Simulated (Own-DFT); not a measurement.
# Computed records: SiGe (diamond-structure random alloy, atoms displaced)

Computed with Own-DFT development build. A calculation, not a measurement: plane-wave PBEsol density functional theory by an unreviewed code, no spin, of a simulated periodic cell, stress positive in tension, free energy of the whole cell less one offset for each atom, forces on such cells passed a denser k mesh, this cell's mesh not checked; offsets are fitted by least squares, one for each functional and potential file, so energies compare only between cells with the same atoms and settings and are not formation energies; the far tail of each file's local potential was reset to the Coulomb form; each entry is a single point on an unrelaxed cell, so the pressure reflects the starting lattice, mostly measured values, from which strain is counted, and rises with the displacements; printed positions are rounded, which can move forces by about a meV/angstrom; the program is a retired in-house code; no spin-orbit coupling.

Settings shared by all entries: functional PBEsol; potential files PseudoDojo norm-conserving, scalar-relativistic, made for PBE, standard set; wave cutoff 42 hartree; occupations Fermi-Dirac; smearing width 0.1 eV; hardware one NVIDIA H100; k mesh 3 x 3 x 3 centred on Gamma.

(1) SiGe (diamond-structure random alloy, atoms displaced)

```
cell vectors (Å)
  11.0890     0.0000     0.0000
   0.0000    11.0890     0.0000
   0.0000     0.0000    11.0890
atoms (fractions of the cell vectors)
Ge  0.98985  0.99891  0.98943
Si  0.00407  0.24958  0.25291
Ge  0.25477  0.00172  0.24647
Ge  0.25965  0.25211  0.99503
Ge  0.11786  0.12448  0.11454
Si  0.12993  0.37945  0.38267
Ge  0.36641  0.12345  0.37247
Ge  0.36439  0.36838  0.12540
Si  0.99389  0.98779  0.49826
Ge  0.98731  0.25037  0.75181
Ge  0.25024  0.00009  0.74826
Ge  0.25312  0.25842  0.50811
Ge  0.13351  0.12936  0.62947
Si  0.11781  0.37005  0.88287
Si  0.37101  0.12757  0.87096
Ge  0.38372  0.38287  0.61893
Si  0.00694  0.49644  0.99610
Ge  0.99659  0.75243  0.25303
Si  0.25089  0.50032  0.24403
Ge  0.25095  0.74664  0.00174
Si  0.11798  0.62148  0.11520
Si  0.12616  0.87592  0.37491
Ge  0.37304  0.62430  0.37608
Si  0.37496  0.87202  0.12539
Si  0.00245  0.50854  0.49831
Si  0.99453  0.74793  0.75454
Ge  0.25360  0.50777  0.75106
Si  0.24592  0.74963  0.49787
Ge  0.12530  0.62687  0.62627
Ge  0.12218  0.86498  0.88153
Si  0.37316  0.62428  0.87831
Ge  0.38894  0.86947  0.62455
Si  0.49173  0.99468  0.99823
Si  0.50179  0.25131  0.24442
Si  0.75027  0.99405  0.25122
Si  0.74601  0.25297  0.00278
Ge  0.62390  0.12125  0.13418
Si  0.62943  0.37388  0.37563
Si  0.86787  0.12399  0.38580
Si  0.88489  0.37587  0.11948
Si  0.50396  0.99542  0.50038
Si  0.49839  0.24580  0.76904
Ge  0.75140  0.00718  0.75156
Ge  0.75400  0.24658  0.49943
Ge  0.62139  0.12359  0.63022
Ge  0.62052  0.37253  0.87814
Ge  0.87768  0.12352  0.87183
Si  0.87252  0.36994  0.62820
Si  0.50539  0.51151  0.99634
Si  0.49739  0.74856  0.25542
Si  0.75254  0.50736  0.25156
Si  0.74991  0.74302  0.99913
Ge  0.62183  0.62097  0.13388
Ge  0.62929  0.87015  0.37806
Ge  0.88067  0.62447  0.38344
Si  0.87371  0.88070  0.11923
Ge  0.50095  0.50515  0.49751
Ge  0.49851  0.74223  0.75046
Ge  0.74475  0.49477  0.75569
Ge  0.74526  0.74906  0.49551
Ge  0.63012  0.62497  0.62769
Si  0.62455  0.87875  0.87200
Si  0.86742  0.62264  0.88424
Si  0.88024  0.87614  0.63186
```

| Property | Result |
| --- | --- |
| free energy of cell above offsets | 0.082 eV |
| pressure | 1.06 GPa |
| stress xx | -0.98 GPa |
| stress yy | -1.16 GPa |
| stress zz | -1.04 GPa |
| stress yz | 0.2 GPa |
| stress xz | -0.45 GPa |
| stress xy | 0.48 GPa |
| wall time | 501.5 s |

Force:
| element | x (eV/Å) | y (eV/Å) | z (eV/Å) |
| --- | --- | --- | --- |
| Ge | 1.158 | -0.617 | 1.064 |
| Si | -0.471 | 0.143 | 0.495 |
| Ge | -1.494 | -0.777 | -0.632 |
| Ge | -2.003 | -0.804 | -0.476 |
| Ge | 0.603 | 0.142 | 0.606 |
| Si | -0.504 | 0.196 | -1.081 |
| Ge | 1.79 | 0.872 | 0.854 |
| Ge | 2.212 | 1.612 | 0.303 |
| Si | 0.875 | 1.383 | 0.265 |
| Ge | 2.086 | 0.334 | -0.272 |
| Ge | 0.421 | -1.01 | 0.47 |
| Ge | -0.099 | -0.402 | -0.812 |
| Ge | -1.9 | -0.402 | -0.676 |
| Si | 1.099 | 0.134 | -1.56 |
| Si | 0.215 | -1.441 | 0.767 |
| Ge | 0.009 | -0.817 | 2.114 |
| Si | -1.309 | 0.485 | 0.087 |
| Ge | 0.536 | 0.181 | -0.988 |
| Si | -1.052 | 0.198 | 0.506 |
| Ge | 0.165 | -0.223 | 0.618 |
| Si | 0.635 | 0.277 | 1.482 |
| Si | 0.152 | -0.002 | -0.183 |
| Ge | -0.673 | 0.236 | -0.586 |
| Si | 0.372 | -0.235 | 0.262 |
| Si | 0.276 | -1.991 | 1.215 |
| Si | -0.165 | -0.529 | 0.055 |
| Ge | -0.621 | -1.5 | 0.316 |
| Si | 0.397 | 0.565 | 0.282 |
| Ge | -0.429 | 0.585 | 0.092 |
| Ge | 0.034 | 0.796 | -1.063 |
| Si | 0.509 | 0.255 | 0.037 |
| Ge | -1.666 | 0.304 | -0.596 |
| Si | 0.613 | 0.608 | -0.069 |
| Si | -0.408 | 0.207 | 1.249 |
| Si | 0.506 | 0.538 | 0.292 |
| Si | 0.879 | -0.523 | 0.43 |
| Ge | -0.054 | -0.281 | -1.213 |
| Si | -0.227 | 0.308 | -0.738 |
| Si | 1.533 | -1.222 | -1.914 |
| Si | -0.932 | -0.014 | 0.936 |
| Si | -0.296 | 0.748 | -0.418 |
| Si | 0.002 | 0.559 | -2.44 |
| Ge | -0.132 | -1.386 | -0.365 |
| Ge | -1.245 | 0.874 | 0.91 |
| Ge | -0.492 | 0.626 | -0.294 |
| Ge | 0.032 | 0.286 | 0.828 |
| Ge | -1.811 | 1.1 | 0.82 |
| Si | 0.096 | 1.534 | -0.899 |
| Si | -1.115 | -1.372 | 0.594 |
| Si | -0.025 | 0.468 | -0.458 |
| Si | 0.767 | -1.632 | 0.172 |
| Si | -0.87 | 1.473 | 0.799 |
| Ge | 0.23 | 0.977 | -0.45 |
| Ge | -1.122 | 0.908 | -1.123 |
| Ge | -1.068 | 0.306 | -1.119 |
| Si | -0.607 | -1.043 | 0.485 |
| Ge | 1.332 | -0.244 | -0.425 |
| Ge | 0.64 | 0.339 | 0.998 |
| Ge | 1.005 | 0.051 | -0.424 |
| Ge | 1.724 | -0.04 | 1.778 |
| Ge | -0.374 | -0.27 | -0.207 |
| Si | -0.003 | -0.751 | 0.531 |
| Si | 1.208 | -0.604 | -0.947 |
| Si | -0.949 | -0.475 | -0.286 |

(2) SiGe (diamond-structure random alloy, atoms displaced)

```
cell vectors (Å)
  11.0890     0.0000     0.0000
   0.0000    11.0890     0.0000
   0.0000     0.0000    11.0890
atoms (fractions of the cell vectors)
Si  0.99249  0.00877  0.01042
Si  0.00113  0.25042  0.25406
Si  0.24792  0.99477  0.25388
Ge  0.25421  0.25443  0.99442
Ge  0.12708  0.12655  0.12025
Si  0.12193  0.36892  0.36897
Si  0.37673  0.11697  0.37624
Si  0.37089  0.37159  0.13265
Ge  0.99547  0.00943  0.50227
Si  0.99329  0.25012  0.75598
Si  0.25432  0.00106  0.75083
Si  0.25005  0.25003  0.49899
Ge  0.12077  0.12294  0.62555
Si  0.12099  0.37057  0.88308
Si  0.37264  0.11493  0.87585
Si  0.38168  0.36661  0.62086
Si  0.00546  0.50798  0.99977
Ge  0.99858  0.75357  0.24031
Ge  0.25250  0.49103  0.24324
Ge  0.24948  0.75760  0.00436
Si  0.12964  0.62038  0.12782
Ge  0.11733  0.87268  0.37382
Si  0.37890  0.62814  0.37937
Ge  0.36963  0.87017  0.13016
Si  0.99343  0.50187  0.50170
Si  0.00095  0.76019  0.75879
Ge  0.24375  0.49483  0.74891
Si  0.24780  0.74957  0.48836
Si  0.11560  0.61970  0.63693
Ge  0.11878  0.87801  0.88139
Si  0.37149  0.62635  0.86667
Ge  0.37853  0.87979  0.62081
Si  0.50538  0.99364  0.99626
Ge  0.51565  0.25875  0.24646
Ge  0.74958  0.99933  0.24407
Ge  0.75393  0.25659  0.99893
Si  0.62142  0.13090  0.11968
Ge  0.63053  0.36240  0.37394
Si  0.87109  0.12235  0.37472
Ge  0.88074  0.38811  0.12694
Ge  0.50203  0.98437  0.49362
Ge  0.49140  0.25620  0.74549
Ge  0.75824  0.99828  0.75938
Si  0.75265  0.26357  0.49720
Ge  0.63235  0.12325  0.62138
Ge  0.62873  0.38307  0.86892
Ge  0.87645  0.12871  0.87829
Ge  0.87493  0.37224  0.63595
Si  0.49938  0.50127  0.00104
Ge  0.50543  0.75657  0.25376
Ge  0.75185  0.50483  0.25134
Ge  0.75088  0.75207  0.99641
Si  0.62781  0.62419  0.12420
Si  0.62545  0.87370  0.37338
Si  0.86424  0.62476  0.36424
Si  0.88177  0.87262  0.13021
Si  0.50035  0.49511  0.50479
Ge  0.51043  0.74879  0.76109
Ge  0.75653  0.49985  0.74706
Si  0.75044  0.75056  0.50144
Si  0.62426  0.61595  0.62218
Ge  0.63804  0.87658  0.87863
Ge  0.87097  0.63070  0.87357
Ge  0.86973  0.86488  0.61276
```

| Property | Result |
| --- | --- |
| free energy of cell above offsets | 0.786 eV |
| pressure | 1.14 GPa |
| stress xx | -1.28 GPa |
| stress yy | -1 GPa |
| stress zz | -1.14 GPa |
| stress yz | -0.57 GPa |
| stress xz | -1.39 GPa |
| stress xy | -0.1 GPa |
| wall time | 481.4 s |

Force:
| element | x (eV/Å) | y (eV/Å) | z (eV/Å) |
| --- | --- | --- | --- |
| Si | 0.388 | -0.824 | -0.57 |
| Si | -0.66 | -0.666 | -0.692 |
| Si | -0.047 | 0.861 | -0.225 |
| Ge | 0.369 | -0.872 | 0.519 |
| Ge | 0.213 | 0.145 | 1.124 |
| Si | 0.35 | 0.873 | 1.409 |
| Si | 0.017 | 0.741 | -0.343 |
| Si | 1.798 | -0.17 | -1.73 |
| Ge | -0.383 | -1.288 | -0.641 |
| Si | 1.515 | -0.224 | -0.071 |
| Si | -0.93 | -0.442 | -0.221 |
| Si | 0.083 | -0.369 | -0.448 |
| Ge | 0.933 | 1.054 | 0.985 |
| Si | -0.404 | 0.717 | -0.861 |
| Si | 0.858 | 0.911 | -0.035 |
| Si | -1.986 | 1.392 | -0.7 |
| Si | -0.16 | -0.073 | -0.234 |
| Ge | 0.596 | -1.917 | 1.217 |
| Ge | -0.547 | 1.299 | 1.882 |
| Ge | -0.339 | -1.892 | -0.901 |
| Si | -0.111 | 0.658 | -0.6 |
| Ge | 0.291 | 0.586 | 0.244 |
| Si | 0.039 | -0.886 | -0.493 |
| Ge | 1.179 | 1.361 | 0.042 |
| Si | 0.321 | -0.072 | -0.525 |
| Si | -0.565 | -1.154 | -1.424 |
| Ge | 0.644 | -0.545 | -0.046 |
| Si | -0.322 | -0.49 | 1.928 |
| Si | 0.17 | 1.193 | -1.356 |
| Ge | 0.422 | 1.376 | 0.182 |
| Si | 0.072 | -0.249 | 1.365 |
| Ge | -0.928 | -1.69 | 0.969 |
| Si | -0.804 | 0.653 | 0.822 |
| Ge | -2.732 | -1.936 | -0.44 |
| Ge | -0.347 | 0.177 | 0.295 |
| Ge | -0.554 | 0.199 | 0.432 |
| Si | 0.67 | -0.831 | -0.645 |
| Ge | -0.103 | 3.127 | 0.694 |
| Si | -0.107 | 1.326 | -0.226 |
| Ge | 0.461 | -0.982 | -0.09 |
| Ge | 0.478 | 2.214 | 0.086 |
| Ge | 1.479 | -1.938 | 1.301 |
| Ge | 0.065 | 0.259 | -1.856 |
| Si | 1.119 | -2.454 | 1.079 |
| Ge | -0.483 | 0.255 | -0.047 |
| Ge | -0.985 | -0.528 | 0.749 |
| Ge | 0.171 | -0.27 | 0.463 |
| Ge | 0.624 | 0.047 | -1.704 |
| Si | -0.605 | 0.178 | 0.01 |
| Ge | -0.259 | -1.562 | -0.513 |
| Ge | -1.427 | -0.943 | -0.686 |
| Ge | 0.557 | -0.448 | 2.114 |
| Si | -0.681 | 0.311 | -0.173 |
| Si | 1.442 | -0.13 | 0.128 |
| Si | 1.765 | 1.297 | 2.038 |
| Si | -1.422 | 1.041 | -1.668 |
| Si | -0.063 | 0.018 | -0.968 |
| Ge | -0.597 | -0.228 | -1.492 |
| Ge | -0.832 | 1.062 | 0.022 |
| Si | -1.657 | -1.715 | -1.611 |
| Si | 0.44 | 0.999 | 0.245 |
| Ge | -1.361 | 0.355 | -0.131 |
| Ge | 1.329 | -0.367 | -0.092 |
| Ge | 1.542 | 1.467 | 2.117 |

(3) SiGe (diamond-structure random alloy, atoms displaced)

```
cell vectors (Å)
  11.0890     0.0000     0.0000
   0.0000    11.0890     0.0000
   0.0000     0.0000    11.0890
atoms (fractions of the cell vectors)
Ge  0.00836  0.00164  0.00121
Si  0.99709  0.24697  0.24954
Ge  0.24679  0.99655  0.24545
Si  0.24141  0.24825  0.00515
Ge  0.11854  0.11552  0.11804
Ge  0.12725  0.38177  0.37837
Ge  0.37633  0.12129  0.37823
Si  0.37556  0.38017  0.12251
Si  0.00666  0.00369  0.49578
Si  0.99765  0.24289  0.74964
Si  0.25657  0.99710  0.75127
Si  0.24692  0.24963  0.50180
Ge  0.13116  0.12420  0.63056
Si  0.12577  0.37362  0.87572
Si  0.38150  0.12041  0.87993
Ge  0.37564  0.36591  0.62635
Ge  0.99233  0.51079  0.00785
Si  0.00327  0.75196  0.25661
Ge  0.25685  0.50935  0.24596
Si  0.24724  0.75135  0.00219
Ge  0.12888  0.63632  0.12618
Ge  0.11308  0.87120  0.38418
Si  0.36194  0.61772  0.37763
Si  0.37380  0.87155  0.13019
Si  0.00114  0.51177  0.50782
Si  0.00289  0.75919  0.74767
Ge  0.24978  0.50068  0.74293
Si  0.25300  0.75066  0.50205
Ge  0.11764  0.62519  0.61692
Ge  0.12374  0.86451  0.87229
Si  0.37265  0.62592  0.88242
Si  0.37957  0.86940  0.62621
Si  0.49417  0.00954  0.99578
Ge  0.50061  0.25265  0.25333
Si  0.75478  0.00300  0.25952
Ge  0.75254  0.25436  0.00033
Ge  0.63011  0.12366  0.12864
Ge  0.62148  0.38123  0.37512
Si  0.87663  0.12511  0.37518
Si  0.86796  0.37111  0.13026
Ge  0.49632  0.00230  0.50321
Ge  0.50395  0.25490  0.74653
Si  0.75033  0.99918  0.75020
Ge  0.74989  0.25321  0.49746
Si  0.63000  0.12185  0.61905
Si  0.62879  0.38106  0.87158
Ge  0.86928  0.12603  0.87924
Ge  0.88205  0.36447  0.63613
Ge  0.50519  0.49831  0.00207
Si  0.50041  0.74779  0.24293
Si  0.74841  0.49680  0.24920
Ge  0.74957  0.74336  0.99647
Si  0.62695  0.62493  0.13021
Ge  0.62857  0.87720  0.37916
Si  0.87334  0.62604  0.38196
Si  0.87176  0.87243  0.11075
Ge  0.49316  0.50491  0.50558
Si  0.49964  0.75101  0.74480
Ge  0.74899  0.49477  0.74435
Si  0.75370  0.74820  0.49233
Ge  0.61965  0.61985  0.62297
Ge  0.61860  0.87522  0.87005
Ge  0.86923  0.62052  0.87668
Ge  0.88292  0.87171  0.64004
```

| Quantity | Value |
| --- | --- |
| free energy of cell above offsets | 0.191 eV |
| pressure | 1.13 GPa |
| stress xx | -1.19 GPa |
| stress yy | -1.12 GPa |
| stress zz | -1.08 GPa |
| stress yz | -0.46 GPa |
| stress xz | -1.47 GPa |
| stress xy | 0.54 GPa |
| wall time | 490.7 s |

Force:
| element | x (eV/Å) | y (eV/Å) | z (eV/Å) |
| --- | --- | --- | --- |
| Ge | -2.311 | -1.95 | -1.939 |
| Si | 0.243 | 0.296 | 0.122 |
| Ge | -0.06 | -0.303 | 1.026 |
| Si | 1.206 | 0.299 | -0.704 |
| Ge | 1.36 | 2.302 | 2.147 |
| Ge | -0.515 | -0.185 | -0.371 |
| Ge | -1.082 | 0.769 | -0.605 |
| Si | -0.318 | -1.093 | 0.189 |
| Si | -1.254 | 0.484 | 1.535 |
| Si | 1.202 | -0.202 | 1.555 |
| Si | 0.225 | -0.411 | 0.359 |
| Si | 0.34 | -0.12 | -0.317 |
| Ge | -0.315 | -0.25 | -0.409 |
| Si | -0.729 | 0.186 | -0.007 |
| Si | -1.77 | 1.859 | -1.25 |
| Ge | -0.686 | 0.771 | -0.709 |
| Ge | 0.887 | -1.705 | 0.142 |
| Si | -1.646 | -0.32 | -0.979 |
| Ge | -1.022 | -1.438 | -0.645 |
| Si | 1.167 | 0.305 | -0.297 |
| Ge | -0.779 | -0.43 | 0.522 |
| Ge | 1.884 | 0.07 | -0.57 |
| Si | 1.909 | 1.982 | 0.401 |
| Si | 0.322 | 0.433 | -1.338 |
| Si | -1.771 | -2.421 | -1.46 |
| Si | 0.146 | -3.021 | 0.931 |
| Ge | -0.113 | 0 | 1.093 |
| Si | -0.389 | 0.039 | -0.191 |
| Ge | 1.704 | 1.785 | 1.758 |
| Ge | 1.093 | 1.496 | 0.366 |
| Si | 0.233 | 0.175 | -0.9 |
| Si | -0.731 | 0.539 | -0.147 |
| Si | 1.256 | -2.056 | 1.84 |
| Ge | -0.465 | -0.075 | -0.637 |
| Si | 0.212 | -0.846 | -1.411 |
| Ge | -0.927 | 0.279 | -0.034 |
| Ge | -0.416 | -0.09 | -0.116 |
| Ge | 0.073 | 0.23 | 0.328 |
| Si | 0.401 | 0.226 | 0.281 |
| Si | 1.028 | 0.592 | 0.115 |
| Ge | 0.603 | -0.781 | 0.435 |
| Ge | 0.777 | -1.439 | 1.032 |
| Si | -0.332 | 0.188 | 0.001 |
| Ge | 0.303 | -0.292 | 0.063 |
| Si | -0.047 | 0.299 | 0.776 |
| Si | -0.371 | -0.76 | 0.465 |
| Ge | 0.766 | -0.557 | -0.675 |
| Ge | -0.295 | 1.255 | -1.77 |
| Ge | -0.14 | 0.473 | -0.303 |
| Si | -0.27 | -0.164 | 1.517 |
| Si | 0.401 | 0.744 | 0.524 |
| Ge | -1.106 | 0.729 | 0.309 |
| Si | 0.104 | -0.221 | -0.251 |
| Ge | -0.562 | -0.308 | -0.713 |
| Si | 0.536 | -0.687 | -1.409 |
| Si | 0.606 | 0.46 | 2.122 |
| Ge | -0.592 | -0.907 | -0.979 |
| Si | -0.348 | -0.9 | 0.975 |
| Ge | 0.204 | 0.318 | 0.242 |
| Si | -0.34 | 0.349 | 1.833 |
| Ge | 1.105 | 1.432 | 0.044 |
| Ge | 0.137 | 0.387 | 0.434 |
| Ge | 0.797 | 0.645 | -1.589 |
| Ge | -1.527 | 1.538 | -2.759 |

(4) SiGe (diamond-structure random alloy, atoms displaced)

```
cell vectors (Å)
  11.0890     0.0000     0.0000
   0.0000    11.0890     0.0000
   0.0000     0.0000    11.0890
atoms (fractions of the cell vectors)
Si  0.00119  0.99885  0.00345
Ge  0.00594  0.25256  0.25446
Ge  0.25519  0.00575  0.24910
Ge  0.25821  0.24450  0.99562
Si  0.12485  0.11779  0.13401
Si  0.11391  0.37458  0.37036
Si  0.38180  0.12131  0.36526
Ge  0.38084  0.36757  0.12313
Si  0.99797  0.99888  0.49565
Si  0.99974  0.25652  0.75698
Si  0.26055  0.00205  0.75067
Si  0.25174  0.24792  0.49773
Si  0.12427  0.13052  0.62254
Si  0.10959  0.37492  0.87426
Si  0.37328  0.12055  0.88698
Ge  0.37913  0.37361  0.62938
Ge  0.00063  0.50132  0.00094
Si  0.99386  0.74394  0.25755
Ge  0.26005  0.49792  0.24089
Ge  0.24853  0.74607  0.99675
Ge  0.11676  0.62016  0.11838
Ge  0.13505  0.88125  0.37447
Si  0.37487  0.61603  0.37904
Si  0.37699  0.86833  0.13141
Ge  0.01088  0.49477  0.49877
Si  0.00318  0.74649  0.75217
Si  0.25005  0.49376  0.75384
Ge  0.24960  0.75015  0.49923
Ge  0.12111  0.62235  0.62270
Ge  0.12107  0.87547  0.87386
Ge  0.36977  0.62907  0.88159
Si  0.37218  0.87516  0.62920
Ge  0.50511  0.99874  0.00162
Si  0.50729  0.25376  0.25564
Si  0.75647  0.00062  0.25026
Ge  0.75660  0.25492  0.99608
Ge  0.62470  0.12964  0.12258
Si  0.62542  0.36737  0.36932
Si  0.88238  0.12870  0.36273
Ge  0.87048  0.37261  0.12438
Si  0.51243  0.98622  0.49111
Ge  0.50416  0.23990  0.75188
Si  0.75749  0.99749  0.75979
Ge  0.75470  0.25806  0.50142
Ge  0.62041  0.12603  0.61871
Ge  0.61594  0.37084  0.87543
Ge  0.87377  0.12509  0.86792
Si  0.88125  0.37059  0.62625
Si  0.50145  0.50195  0.99874
Ge  0.49560  0.75399  0.25146
Si  0.74853  0.49395  0.25185
Si  0.75039  0.75358  0.99377
Si  0.62652  0.61754  0.11947
Si  0.62765  0.87781  0.38055
Ge  0.87151  0.62515  0.38212
Si  0.87986  0.87148  0.12880
Si  0.50016  0.49426  0.49539
Ge  0.50449  0.73612  0.75168
Ge  0.74183  0.50849  0.75214
Ge  0.74677  0.75506  0.49485
Ge  0.62982  0.62914  0.61986
Si  0.63030  0.85698  0.87727
Ge  0.87386  0.62357  0.87821
Ge  0.87613  0.87214  0.63499
```

| Item | Value |
| --- | --- |
| free energy of cell above offsets | 0.607 eV |
| pressure | 1.19 GPa |
| stress xx | -1.12 GPa |
| stress yy | -1.24 GPa |
| stress zz | -1.21 GPa |
| stress yz | -1.48 GPa |
| stress xz | -0.55 GPa |
| stress xy | 0.18 GPa |
| wall time | 499.8 s |

Force:
| element | x (eV/Å) | y (eV/Å) | z (eV/Å) |
| --- | --- | --- | --- |
| Si | -0.33 | 0.254 | 0.214 |
| Ge | -0.636 | -0.629 | -1.753 |
| Ge | 0.393 | -0.899 | -0.546 |
| Ge | -2.45 | 0.697 | 0.936 |
| Si | -0.008 | 0.939 | -1.453 |
| Si | 3.32 | 0.309 | 0.347 |
| Si | 0.569 | 0.546 | 1.655 |
| Ge | 0.739 | 0.371 | -0.161 |
| Si | 0.118 | 0.546 | 0.545 |
| Si | -0.172 | -1.409 | -1.657 |
| Si | -1.387 | 0.501 | 0.012 |
| Si | -0.085 | 0.179 | -0.491 |
| Si | 0.141 | -0.544 | 0.428 |
| Si | 2.458 | 0.319 | 0.529 |
| Si | 1.122 | -0.849 | -1.875 |
| Ge | -0.38 | -0.252 | -0.443 |
| Ge | -1.193 | -1.12 | -0.383 |
| Si | 1.057 | 0.719 | -0.69 |
| Ge | -1.54 | -0.044 | 0.805 |
| Ge | -0.706 | 1.466 | 1.408 |
| Ge | 1.211 | 1.149 | 1.74 |
| Ge | -1.409 | -0.59 | -0.069 |
| Si | 0.139 | 0.777 | -0.292 |
| Si | -0.826 | 1.087 | -1.357 |
| Ge | -1.858 | 0.045 | 0.366 |
| Si | -0.414 | -0.331 | -0.032 |
| Si | -0.614 | 0.396 | 0.052 |
| Ge | 0.576 | -0.381 | 0.358 |
| Ge | 1.165 | 0.255 | 1.035 |
| Ge | 0.794 | 0.472 | -0.303 |
| Ge | 0.759 | -1.914 | -0.992 |
| Si | 1.344 | -0.395 | -0.51 |
| Ge | -0.271 | -1.292 | -0.031 |
| Si | -0.961 | -1.243 | -1.041 |
| Si | -0.454 | -0.055 | -0.235 |
| Ge | -1.027 | -0.741 | -0.322 |
| Ge | 0.823 | -0.163 | 0.692 |
| Si | 0.522 | 1.483 | 1.211 |
| Si | -0.951 | -0.772 | 1.716 |
| Ge | 1.005 | 0.611 | 0.73 |
| Si | -2.802 | 1.976 | 1.822 |
| Ge | -1.389 | -0.069 | 0.405 |
| Si | -2.011 | -0.681 | -1.106 |
| Ge | 0.158 | -1.097 | -0.718 |
| Ge | 1.376 | -1.295 | 0.043 |
| Ge | 0.806 | 0.805 | 0.001 |
| Ge | 1.114 | 0.151 | 1.279 |
| Si | -0.373 | 1.305 | 0.572 |
| Si | -0.561 | -0.31 | 0.223 |
| Ge | 1.251 | -1.507 | 0.788 |
| Si | -0.292 | 0.683 | -0.17 |
| Si | 1.023 | -1.168 | 2.323 |
| Si | 0.386 | 0.94 | 0.55 |
| Si | 1.1 | -0.696 | -2.734 |
| Ge | 0.135 | -1.083 | -0.475 |
| Si | -0.555 | 0.011 | -0.334 |
| Si | 0.61 | 0.046 | 0.277 |
| Ge | -0.898 | 1.473 | -0.26 |
| Ge | 1.001 | -1.63 | -0.318 |
| Ge | 0.695 | 0.257 | 1.003 |
| Ge | -0.87 | -0.975 | -0.919 |
| Si | -0.901 | 2.379 | -1.034 |
| Ge | 0.121 | 0.645 | -0.418 |
| Ge | 0.29 | 0.343 | -0.944 |
